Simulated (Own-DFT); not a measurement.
Simulation results for Al$_{31}$GaO$_{48}$ (corundum with substituted atoms, atoms displaced)

A calculation, not a measurement: plane-wave PBE density functional theory by an unreviewed code, no spin, of a simulated periodic cell, stress positive in tension, free energy of the whole cell less one offset for each atom, defect cell not probed for a lower state with spin; oxygen file: force components 24 meV/angstrom off all-electron in one glass; forces on such cells passed a denser k mesh, this cell's mesh not checked; offsets are fitted by least squares, one for each functional and potential file, so energies compare only between cells with the same atoms and settings and are not formation energies; the far tail of each file's local potential was reset to the Coulomb form; each entry is a single point on an unrelaxed cell, so the pressure reflects the starting lattice, mostly measured values, from which strain is counted, and rises with the displacements; printed positions are rounded, which can move forces by about a meV/angstrom; the program is a retired in-house code; no spin-orbit coupling; before rounding, a Quantum ESPRESSO 7.3.1 run of the same cell and cutoff gave forces within 1 meV/angstrom rms on each cell, which checks the program and not the settings. Program: Own-DFT development build.

Settings shared by all entries: functional PBE; potential files PseudoDojo norm-conserving, scalar-relativistic, standard set; wave cutoff 72 hartree; occupations Fermi-Dirac; smearing width 0.1 eV; k mesh 3 x 3 x 3 centred on Gamma.

(1) 
```xyz
80
Lattice="5.4940 0.0000 8.6604 -2.7470 4.7579 8.6604 -2.7470 -4.7579 8.6604" Properties=species:S:1:pos:R:3:force_x:R:1:force_y:R:1:force_z:R:1 formula=Al31GaO48 free_energy_of_cell_above_offsets=-56.303 pressure=8.9 stress_xx=-9.46 stress_yy=-8.77 stress_zz=-8.47 stress_yz=0.44 stress_xz=0.79 stress_xy=0.32
Al    -0.0106    -0.0390     4.5900      0.686        1.2     -0.561
Al    -0.0198     0.0070     8.4241      0.302      0.381     -0.187
Al    -0.0160    -0.0199    11.0882      1.232      1.173     -0.496
Al     0.0013     0.0051     1.9420      0.079      0.338     -0.307
O     -0.0958     1.6196     7.5802     -0.072      0.169     -0.557
O      1.5179    -0.7354     7.5991     -1.273     -0.598     -0.307
O     -1.4281    -0.9308     7.5466      0.768      0.827     -0.566
O      0.1331    -1.6211     5.4191     -0.306     -0.404       0.07
O     -1.4853     0.7042     5.3948     -0.107     -0.126      0.134
O      1.3646     0.9573     5.3643      0.133     -1.049      0.695
Ga    -1.4031    -2.3428     8.8490       0.64     -1.281      1.478
Al    -1.3897    -2.3561    12.7660      0.541     -0.938     -0.433
Al    -1.3525    -2.3985    15.3607      0.196     -0.086      1.057
Al    -1.3550    -2.3741     6.2119      -0.37     -0.692     -0.194
O     -1.4360    -0.7040    11.8805      -1.51     -0.708      0.926
O      0.0787    -3.1197    11.8895       0.38      0.762      0.363
O     -2.7413    -3.3490    11.9104     -0.543      1.072     -0.121
O     -1.2740    -4.0385     9.7800      0.505     -0.536     -0.541
O     -2.8635    -1.6671     9.7701     -1.155      1.029      0.417
O     -0.0264    -1.4366     9.7869       0.77       0.55     -0.603
Al    -1.4053     2.3893     8.9189      1.436      0.448     -1.191
Al    -1.3665     2.4023    12.7814       0.19     -0.367     -0.124
Al    -1.3604     2.3516    15.4594      0.753      0.484     -1.085
Al    -1.3382     2.3329     6.2347     -0.781      0.907      0.648
O     -1.4167     4.0444    11.9336     -1.439     -0.811      0.101
O      0.1163     1.6894    11.9012     -0.224     -0.553     -0.217
O     -2.7445     1.4139    11.9492     -0.475      1.027      -1.15
O     -1.2559     0.7559     9.6761     -0.849     -0.896      1.385
O     -2.8671     3.1182     9.7034     -0.347      0.021      1.063
O      0.0265     3.3060     9.7116     -0.109       0.08      0.486
Al    -2.7314    -0.0199    13.1870     -0.143      0.254      1.434
Al    -2.7339     0.0390    17.0850     -0.582     -0.904     -0.004
Al    -2.7287    -0.0021    19.7943     -0.254      0.377      -1.18
Al    -2.7539     0.0119    10.5748      0.312      0.208     -0.255
O     -2.8349     1.6800    16.1827     -0.252     -0.784      0.456
O     -1.2861    -0.7253    16.2256      0.631      0.058      0.155
O     -4.1022    -0.9397    16.1892      0.752      0.214      1.516
O     -2.5989    -1.6641    14.1438      0.071      0.766     -1.862
O     -4.2182     0.6558    14.0987      0.367      1.491     -0.522
O     -1.3565     0.9610    14.0673     -0.286     -0.715      -0.24
Al     2.6995    -0.0880     8.8902      0.877      2.916     -0.935
Al     2.7624     0.0005    12.7636     -0.836      0.333     -0.705
Al     2.7326    -0.0258    15.3389     -0.336      0.856      0.883
Al     2.7424    -0.0391     6.2579      0.564      0.955     -0.261
O      2.6353     1.7057    11.9596      0.194     -0.552     -0.653
O      4.2191    -0.7138    11.8742      0.347     -0.622      0.148
O      1.3646    -0.9146    11.9019      0.244      0.141       0.14
O      2.8175    -1.5902     9.7267      0.666      -2.27      0.835
O      1.2538     0.7636     9.7331      0.154     -0.675      0.129
O      4.1160     0.8691     9.6909     -0.077      0.782      0.762
Al     1.3662    -2.3970    13.2784     -0.121      -0.84     -0.858
Al     1.3867    -2.3505    17.1336      -0.77     -1.565     -1.593
Al     1.3682    -2.3665    19.7042      0.273     -1.177      0.871
Al     1.3575    -2.3692    10.5556     -0.309     -0.117       1.09
O      1.2596    -0.7473    16.1999      0.096     -0.259      0.947
O      2.8456    -3.1621    16.2517     -0.196      1.276     -0.418
O     -0.0023    -3.3371    16.2101      0.001       0.89      0.616
O      1.4604    -4.0677    14.0830      0.599      0.879      -0.83
O     -0.0582    -1.6748    14.0872      -1.05      0.828     -0.004
O      2.7185    -1.4498    14.0327      1.075     -0.323      0.586
Al     1.3234     2.4216    13.1846      1.531     -0.437      1.313
Al     1.4263     2.3531    17.1240      -0.93      0.712     -2.367
Al     1.3458     2.3926    19.6771     -0.077     -0.172      1.269
Al     1.4011     2.3826    10.5637     -0.805      -0.16      0.005
O      1.2593     4.0575    16.1459      0.027     -1.603      1.998
O      2.8754     1.6638    16.2506     -0.086     -0.805     -0.333
O      0.0164     1.4311    16.1914      0.304      0.413      1.263
O      1.4680     0.7212    14.1300      0.958      0.784     -1.548
O     -0.0861     3.1022    14.0624     -0.916      0.122      0.294
O      2.7836     3.3276    14.1126     -0.534     -1.019     -1.201
Al    -0.0187    -0.0465    17.5517     -0.321      0.895     -0.803
Al     0.0026    -0.0230    21.3591      0.028       0.44      1.911
Al     0.0595     0.0179    24.1173     -1.163     -1.321     -1.627
Al     0.0274     0.0310    14.8924     -0.955      -0.78      0.357
O     -0.1416     1.6607    20.5778      0.743     -0.059     -0.543
O      1.4900    -0.7471    20.5458      0.454      0.273      -0.01
O     -1.3716    -0.8971    20.5842      0.128     -0.396     -0.584
O      0.1415    -1.6228    18.4309     -0.161      -0.36     -0.143
O     -1.4825     0.7481    18.4094      0.203     -0.195     -0.418
O      1.3359     0.9363    18.3713       0.51     -0.179      0.736
```

Units: free_energy_of_cell_above_offsets in eV; pressure, stress_xx, stress_yy, stress_zz, stress_yz, stress_xz, stress_xy in GPa; force_x, force_y, force_z in eV/Å.

(2) 
```xyz
80
Lattice="5.4940 0.0000 8.6604 -2.7470 4.7579 8.6604 -2.7470 -4.7579 8.6604" Properties=species:S:1:pos:R:3:force_x:R:1:force_y:R:1:force_z:R:1 formula=Al31GaO48 free_energy_of_cell_above_offsets=-52.795 pressure=10.7 stress_xx=-11.4 stress_yy=-10.91 stress_zz=-9.79 stress_yz=0.14 stress_xz=-0.04 stress_xy=-0.36
Al     0.0600    -0.0168     4.5965     -0.842     -0.618     -0.279
Ga    -0.0025    -0.0838     8.4256       1.61      3.743     -1.413
Al     0.0180     0.0565    11.1135     -0.503     -0.111     -1.007
Al     0.0109     0.0834     1.8772      -0.37     -1.273      1.149
O     -0.1645     1.7073     7.5942      1.276      0.259     -0.828
O      1.5214    -0.7660     7.5853      0.901      0.858     -0.214
O     -1.3555    -0.8667     7.5444     -1.609     -2.782     -0.772
O      0.2454    -1.7244     5.4762     -1.999      1.604     -0.979
O     -1.4818     0.6886     5.3392      0.393      1.325      1.474
O      1.4127     0.9367     5.3395      0.376     -0.447      1.166
Al    -1.3775    -2.3654     8.8664     -0.532     -0.545      0.493
Al    -1.3587    -2.4508    12.6829     -0.706      1.878      0.957
Al    -1.3225    -2.3788    15.3691     -0.887      0.315      0.498
Al    -1.3403    -2.4170     6.2778      0.506      0.158     -1.176
O     -1.4270    -0.6604    11.9641     -0.219     -1.595     -0.602
O      0.1380    -3.1373    11.9262      0.431     -0.068     -1.179
O     -2.7662    -3.3303    11.9431     -0.121      0.539     -1.326
O     -1.3045    -4.0658     9.7029      1.154      1.796     -0.468
O     -2.8978    -1.6047     9.7843      0.502     -1.219     -1.332
O     -0.0643    -1.3975     9.6455      1.271     -3.388      3.954
Al    -1.3719     2.4531     8.9019     -0.523     -1.473      0.066
Al    -1.3390     2.3856    12.7837     -0.821     -0.359     -0.224
Al    -1.2998     2.3788    15.3953      0.345      0.127      0.159
Al    -1.3565     2.4054     6.2626      1.212     -1.526     -0.063
O     -1.4825     4.0050    11.8218      0.374      0.035       1.43
O      0.1304     1.7101    11.8916     -0.093      0.087      0.988
O     -2.7513     1.3800    11.9761     -0.417       1.56     -1.072
O     -1.2609     0.7025     9.7675     -1.264      1.368      0.515
O     -2.8524     3.1776     9.7670     -0.771     -0.872     -0.457
O     -0.0536     3.3054     9.7436      1.699      0.485      0.633
Al    -2.7316    -0.0102    13.2252      1.089     -0.446      0.279
Al    -2.7096     0.0216    16.9999     -0.791     -0.254      0.743
Al    -2.7110    -0.0248    19.7003     -2.053      0.513     -1.259
Al    -2.7590    -0.0307    10.6205       0.64      1.393      0.081
O     -2.6843     1.6559    16.2608     -3.202      0.297      0.052
O     -1.2650    -0.6944    16.2596      1.146     -1.267     -0.533
O     -4.1484    -0.8727    16.2339      1.307     -0.348      0.617
O     -2.5646    -1.6321    14.1000     -1.223     -0.422     -0.161
O     -4.1658     0.6435    14.0409     -1.894       1.46      1.232
O     -1.3713     0.9206    14.0806      0.804     -0.172     -0.096
Al     2.8595    -0.0379     9.0034     -2.384      1.204      -2.52
Al     2.8152    -0.0136    12.7132     -0.879      0.312      1.734
Al     2.7776    -0.0404    15.4478     -0.602      1.576     -1.771
Al     2.7805     0.0261     6.2644     -1.561     -1.214      1.669
O      2.6325     1.6238    11.9304     -0.454      1.115      -0.15
O      4.2542    -0.7306    12.0027      0.547     -1.095     -2.197
O      1.3782    -0.9058    11.9521     -0.272     -0.502      -1.06
O      2.8511    -1.5952     9.7383     -0.368     -1.769      1.912
O      1.2436     0.7854     9.7442      1.271     -0.376      1.096
O      4.0723     1.0031     9.7252       1.89     -1.151      1.098
Al     1.4079    -2.4385    13.1974      -0.41      1.233      1.778
Al     1.3380    -2.3864    17.0315      1.205      0.291      0.107
Al     1.2792    -2.3976    19.6540      2.163       0.11      1.767
Al     1.3411    -2.3637    10.6291      -0.08       0.33     -1.802
O      1.2573    -0.7292    16.1920     -0.295     -0.578      1.076
O      2.8442    -3.1095    16.2104      0.992      0.291     -0.198
O      0.0759    -3.3365    16.2754     -1.951      0.615     -1.469
O      1.4100    -4.1186    14.0918      2.675      1.772     -1.999
O     -0.1775    -1.6138    14.0183      1.929     -1.163      0.185
O      2.8049    -1.4056    14.0093     -0.547     -1.953      1.148
Al     1.4209     2.4637    13.1771     -0.821     -2.012      3.024
Al     1.3617     2.3409    17.0560      0.748      0.799     -0.155
Al     1.2943     2.3791    19.7309      2.561      0.628      0.175
Al     1.3283     2.3895    10.6791     -0.245     -0.867      -2.83
O      1.2786     4.0557    16.2285      0.454     -0.511      0.972
O      2.8734     1.6788    16.1734     -0.482     -0.439      1.253
O      0.0221     1.5556    16.2408      0.181      -2.08      0.168
O      1.4436     0.7370    14.1139       2.24      1.296     -1.889
O     -0.0805     3.1219    14.1704      1.002     -0.242     -2.453
O      2.7754     3.2959    14.2021     -1.342     -0.446      -3.44
Al    -0.0319    -0.1218    17.5943      0.475      1.836     -1.009
Al    -0.0371    -0.0500    21.3581       2.08      1.027      1.143
Al     0.0507    -0.0844    24.0089     -1.329      1.752      0.955
Al     0.0650     0.0159    14.7888     -2.046     -0.116      1.702
O     -0.0817     1.6598    20.6252     -1.152     -0.662     -0.344
O      1.5100    -0.7902    20.5876     -1.284     -0.093     -0.158
O     -1.4120    -0.8743    20.5518      1.325     -0.964      0.524
O      0.1171    -1.7556    18.4458     -1.498      2.152     -0.789
O     -1.4853     0.7211    18.3235     -0.141      0.488      2.157
O      1.3143     0.9733    18.4586      0.209     -1.209     -0.461
```

Units: free_energy_of_cell_above_offsets in eV; pressure, stress_xx, stress_yy, stress_zz, stress_yz, stress_xz, stress_xy in GPa; force_x, force_y, force_z in eV/Å.
